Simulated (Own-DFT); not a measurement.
GaP (zincblende, strained, atoms displaced) (calculated)

All values are calculated (Own-DFT development build). A calculation, not a measurement: plane-wave PBE density functional theory by an unreviewed code, no spin, of a simulated periodic cell, stress positive in tension, free energy of the whole cell less one offset for each atom, forces on such cells passed a denser k mesh, this cell's mesh not checked; offsets are fitted by least squares, one for each functional and potential file, so energies compare only between cells with the same atoms and settings and are not formation energies; the far tail of each file's local potential was reset to the Coulomb form; each entry is a single point on an unrelaxed cell, so the pressure reflects the starting lattice, mostly measured values (interpolated for alloys), from which strain is counted, and rises with the displacements; printed positions are rounded, which can move forces by about a meV/angstrom; the program, named Own-DFT, is a retired in-house code; no spin-orbit coupling.

Common to all runs: functional PBE; potential files PseudoDojo norm-conserving, scalar-relativistic, standard set; wave cutoff 42 hartree; occupations Fermi-Dirac; smearing width 0.1 eV; k mesh 3 x 3 x 3 centred on Gamma.

(1) GaP (zincblende, strained, atoms displaced)

```
CELL_PARAMETERS angstrom
11.10880 0.21260 0.13060
0.21260 11.09890 0.10610
0.13060 0.10610 11.01910
ATOMIC_POSITIONS crystal
Ga 0.00770 0.99527 0.99797
Ga 0.99598 0.25964 0.25039
Ga 0.25332 0.99306 0.25294
Ga 0.25417 0.24936 0.00168
P 0.11871 0.12672 0.11986
P 0.12432 0.38089 0.36621
P 0.37457 0.12865 0.37692
P 0.37569 0.38102 0.12985
Ga 0.99772 0.00245 0.50271
Ga 0.99395 0.24697 0.74868
Ga 0.25127 0.00534 0.75472
Ga 0.25658 0.24311 0.49592
P 0.12566 0.12286 0.61959
P 0.12289 0.37115 0.87432
P 0.38504 0.13442 0.87277
P 0.38017 0.37730 0.62682
Ga 0.99117 0.49713 0.99541
Ga 0.99569 0.74984 0.24701
Ga 0.25527 0.49736 0.25271
Ga 0.25531 0.75286 0.00904
P 0.12083 0.62499 0.12218
P 0.12055 0.87782 0.37224
P 0.38412 0.61893 0.37207
P 0.38341 0.87077 0.12470
Ga 0.00230 0.49433 0.50365
Ga 0.00294 0.75346 0.74737
Ga 0.25581 0.50210 0.75168
Ga 0.25125 0.74896 0.49312
P 0.13064 0.62543 0.62863
P 0.12016 0.86876 0.87861
P 0.37122 0.61721 0.87694
P 0.37741 0.87521 0.63164
Ga 0.49762 0.00694 0.99757
Ga 0.50225 0.24924 0.24996
Ga 0.74359 0.00014 0.24183
Ga 0.75464 0.25194 0.99387
P 0.61976 0.12839 0.12834
P 0.62501 0.36821 0.37676
P 0.87796 0.12716 0.37929
P 0.88151 0.37373 0.12647
Ga 0.49925 0.99879 0.50317
Ga 0.50545 0.24899 0.74867
Ga 0.74610 0.99786 0.74908
Ga 0.74725 0.24718 0.49918
P 0.62514 0.13174 0.62374
P 0.62083 0.38271 0.87589
P 0.87163 0.11951 0.88230
P 0.87094 0.38557 0.63393
Ga 0.49492 0.50078 0.00232
Ga 0.49367 0.75664 0.25259
Ga 0.74678 0.50788 0.25330
Ga 0.74847 0.74982 0.99691
P 0.62008 0.62432 0.12232
P 0.63493 0.88025 0.37172
P 0.86845 0.62513 0.37475
P 0.87736 0.87791 0.11408
Ga 0.50051 0.50121 0.49515
Ga 0.51012 0.75097 0.74909
Ga 0.74829 0.50808 0.75383
Ga 0.74223 0.74625 0.50018
P 0.62754 0.62873 0.63265
P 0.61647 0.87550 0.86562
P 0.87502 0.62092 0.87149
P 0.87591 0.87700 0.63050
```

```
free energy of cell above offsets : -33.020 eV
pressure                          : -0.32 GPa
stress xx                         : 0.58 GPa
stress yy                         : 0.47 GPa
stress zz                         : -0.09 GPa
stress yz                         : 1.28 GPa
stress xz                         : 1.72 GPa
stress xy                         : 3.01 GPa
```

Force:
| element | x (eV/Å) | y (eV/Å) | z (eV/Å) |
| --- | --- | --- | --- |
| Ga | -0.442 | 0.828 | 0.325 |
| Ga | 0.808 | -1.069 | 0.534 |
| Ga | -0.328 | 0.911 | -0.437 |
| Ga | -0.367 | 0.457 | 0.182 |
| P | 0.862 | -0.339 | 0.638 |
| P | 0.238 | -0.915 | 1.004 |
| P | 0.733 | -1.312 | -1.043 |
| P | 0.155 | -1.226 | -0.566 |
| Ga | 0.255 | -0.238 | 0.188 |
| Ga | 0.273 | 0.087 | 0.332 |
| Ga | -0.138 | -0.246 | 0.158 |
| Ga | -1.049 | 1.546 | 0.835 |
| P | -0.086 | 0.265 | 0.42 |
| P | 0.258 | 0.102 | -0.317 |
| P | -1.247 | -0.657 | 0.113 |
| P | -0.383 | -0.342 | -0.554 |
| Ga | 1.082 | -0.009 | 0.314 |
| Ga | -0.012 | 0.107 | 0.13 |
| Ga | -0.67 | 1.073 | -0.218 |
| Ga | -0.486 | -0.59 | -0.486 |
| P | 0.411 | -0.311 | 0.177 |
| P | 0.011 | -0.619 | 0.093 |
| P | -1.119 | 0.922 | -0.221 |
| P | -0.983 | 1.151 | -0.569 |
| Ga | -0.086 | 0.771 | 0.047 |
| Ga | -0.078 | -0.519 | 0.384 |
| Ga | -0.608 | -0.599 | 0.22 |
| Ga | 0.086 | 0.117 | 0.549 |
| P | -0.296 | -0.037 | -0.8 |
| P | 1.37 | 0.229 | -0.596 |
| P | 0.473 | 1.346 | -0.148 |
| P | -0.308 | -0.237 | -0.697 |
| Ga | 0.549 | -0.401 | 0.322 |
| Ga | -0.55 | 0.617 | 0.551 |
| Ga | 1.31 | 0.337 | 0.116 |
| Ga | -0.571 | 0.544 | 0.883 |
| P | 0.499 | -0.185 | -1.284 |
| P | 0.013 | 0.759 | -0.58 |
| P | -0.423 | -0.06 | -0.932 |
| P | -1.818 | 0.713 | -0.516 |
| Ga | 0.275 | 0.25 | -0.013 |
| Ga | 0.217 | 1.171 | 0.128 |
| Ga | 0.141 | 0.623 | 0.271 |
| Ga | 0.776 | 0.633 | 0.509 |
| P | 0.091 | -1.189 | -0.118 |
| P | 0.448 | -0.73 | -0.21 |
| P | 0.304 | -0.302 | -1.181 |
| P | 0.045 | -1.24 | -0.99 |
| Ga | 0.327 | 0.136 | 0.237 |
| Ga | 1.636 | -0.748 | 0.459 |
| Ga | 0.051 | -0.832 | -0.32 |
| Ga | -0.067 | 0.1 | -0.092 |
| P | 0.047 | 0.435 | 0.145 |
| P | -1.484 | -0.554 | 0.419 |
| P | 0.69 | -0.062 | 0.274 |
| P | -0.72 | -0.365 | 0.679 |
| Ga | 0.757 | -0.522 | 1.133 |
| Ga | -1.65 | -0.218 | 0.515 |
| Ga | -0.011 | -0.324 | 0.525 |
| Ga | 0.843 | 0.538 | 0.287 |
| P | -0.4 | -0.711 | -1.447 |
| P | 0.798 | 0.292 | 1.252 |
| P | -0.13 | 0.96 | -0.063 |
| P | -0.321 | -0.312 | -0.951 |

(2) GaP (zincblende, strained, atoms displaced)

```
CELL_PARAMETERS angstrom
10.96970 -0.16910 -0.09680
-0.16910 11.05630 -0.03630
-0.09680 -0.03630 10.80430
ATOMIC_POSITIONS crystal
Ga 0.00062 0.99926 0.00302
Ga 0.99664 0.24783 0.24796
Ga 0.24778 0.00110 0.26091
Ga 0.25415 0.26106 0.99267
P 0.12107 0.12816 0.12854
P 0.12439 0.38442 0.37577
P 0.37593 0.12714 0.37120
P 0.37332 0.36693 0.12518
Ga 0.99297 0.99422 0.50250
Ga 0.00205 0.25574 0.75916
Ga 0.24784 0.99854 0.74677
Ga 0.24540 0.25948 0.50247
P 0.11959 0.12798 0.62486
P 0.12519 0.37375 0.87131
P 0.37661 0.12838 0.87245
P 0.36840 0.37963 0.62485
Ga 0.99918 0.50385 0.00245
Ga 0.00289 0.74720 0.24718
Ga 0.24919 0.48827 0.24357
Ga 0.25178 0.75046 0.99846
P 0.11848 0.62873 0.13161
P 0.12961 0.87262 0.37718
P 0.37787 0.62429 0.37137
P 0.37976 0.87365 0.12585
Ga 0.00583 0.49232 0.50226
Ga 0.00558 0.75044 0.75085
Ga 0.25432 0.50432 0.75015
Ga 0.25310 0.74270 0.49977
P 0.12622 0.62797 0.62861
P 0.13129 0.87838 0.87640
P 0.37062 0.61987 0.88141
P 0.37640 0.87035 0.62162
Ga 0.48849 0.00176 0.00222
Ga 0.50406 0.25666 0.25032
Ga 0.75750 0.00306 0.25093
Ga 0.76478 0.25469 0.99784
P 0.62519 0.12140 0.12626
P 0.62332 0.37544 0.37181
P 0.87177 0.13268 0.37363
P 0.87339 0.37177 0.12844
Ga 0.50168 0.00429 0.49178
Ga 0.49885 0.24600 0.76468
Ga 0.74632 0.00052 0.75079
Ga 0.75868 0.24801 0.49611
P 0.62514 0.12372 0.62823
P 0.62544 0.37232 0.87990
P 0.87249 0.12047 0.88152
P 0.87557 0.38388 0.62777
Ga 0.50226 0.49988 0.00176
Ga 0.50367 0.75220 0.25833
Ga 0.75203 0.49856 0.24951
Ga 0.74815 0.74531 0.99469
P 0.63545 0.61480 0.12344
P 0.63280 0.87649 0.37613
P 0.87706 0.61980 0.37813
P 0.87514 0.87348 0.12773
Ga 0.50071 0.50699 0.50388
Ga 0.50324 0.75311 0.75780
Ga 0.75070 0.49536 0.74325
Ga 0.74204 0.74556 0.49149
P 0.63902 0.63003 0.62524
P 0.62456 0.87635 0.87126
P 0.87161 0.62668 0.87648
P 0.88545 0.88359 0.62827
```

```
free energy of cell above offsets : -32.762 eV
pressure                          : 2.5 GPa
stress xx                         : -2.34 GPa
stress yy                         : -1.74 GPa
stress zz                         : -3.42 GPa
stress yz                         : -0.81 GPa
stress xz                         : -1.36 GPa
stress xy                         : -2.58 GPa
```

Force:
| element | x (eV/Å) | y (eV/Å) | z (eV/Å) |
| --- | --- | --- | --- |
| Ga | 0.043 | -0.252 | -0.029 |
| Ga | 0.496 | 0.477 | 0.165 |
| Ga | -0.005 | -0.136 | -1.354 |
| Ga | -0.867 | -1.583 | -0.031 |
| P | 1.009 | 0.007 | -0.246 |
| P | -0.08 | -1.439 | -0.346 |
| P | 0.064 | 0.91 | 0.797 |
| P | 0.792 | 1.149 | 0.143 |
| Ga | 1.242 | 1.261 | -1.342 |
| Ga | -1.214 | -1.362 | -1.188 |
| Ga | 0.355 | 0.297 | -0.619 |
| Ga | -0.119 | -1.05 | -0.528 |
| P | 0.229 | 0.133 | 0.088 |
| P | 0.538 | 1.698 | 1.062 |
| P | -1.364 | -0.922 | 0.858 |
| P | 1.429 | -0.033 | 0.739 |
| Ga | -0.198 | -0.446 | -0.245 |
| Ga | -0.854 | 0.567 | 0.927 |
| Ga | 0.175 | 1.287 | -0.011 |
| Ga | -0.315 | -0.12 | 0.532 |
| P | 1.574 | -0.739 | -0.901 |
| P | -0.723 | -0.144 | 0.482 |
| P | -0.421 | -0.412 | 0.097 |
| P | -0.729 | -0.114 | 0.779 |
| Ga | -0.463 | 1.3 | 0.202 |
| Ga | -0.445 | 0.157 | 0.114 |
| Ga | -0.809 | -0.447 | -0.434 |
| Ga | -0.121 | 0.176 | -0.289 |
| P | 0.047 | -0.441 | -0.148 |
| P | -0.467 | -0.131 | 0.4 |
| P | 1.064 | 0.743 | 0.057 |
| P | 0.343 | 0.607 | 0.346 |
| Ga | 1.127 | 0.041 | -0.337 |
| Ga | -0.245 | -1.428 | -0.571 |
| Ga | -0.685 | -0.345 | -0.597 |
| Ga | -1.664 | -1.03 | 0.01 |
| P | 0.238 | 0.698 | -0.219 |
| P | 0.626 | 0.641 | 1.287 |
| P | 1.121 | -1.027 | 0.388 |
| P | 0.893 | 1.052 | 0.269 |
| Ga | -0.129 | -0.445 | 0.548 |
| Ga | 0.622 | 0.785 | -2.029 |
| Ga | 0.516 | -0.107 | -0.474 |
| Ga | -1.308 | 0.725 | 0.843 |
| P | -0.01 | 0.72 | -0.267 |
| P | 0.526 | 0.54 | -0.187 |
| P | 0.612 | 0.406 | -0.594 |
| P | 0.52 | -1.576 | -0.173 |
| Ga | -0.302 | -0.436 | 0.037 |
| Ga | 0.318 | -0.363 | -1.147 |
| Ga | 0.206 | -0.465 | 0.259 |
| Ga | -0.11 | 0.628 | 0.366 |
| P | -0.985 | 1.373 | 0.39 |
| P | -0.399 | 0.662 | -0.147 |
| P | 0.257 | 0.452 | 0.003 |
| P | 0.008 | -0.156 | -0.23 |
| Ga | 0.233 | -0.408 | -0.18 |
| Ga | -0.705 | -0.965 | -1.088 |
| Ga | -0.442 | 0.499 | 0.957 |
| Ga | 1.886 | 0.575 | 0.322 |
| P | -1.744 | -0.443 | 0.832 |
| P | 0.142 | 0.468 | 1.496 |
| P | 0.656 | -0.34 | -0.572 |
| P | -1.981 | -1.73 | 0.727 |
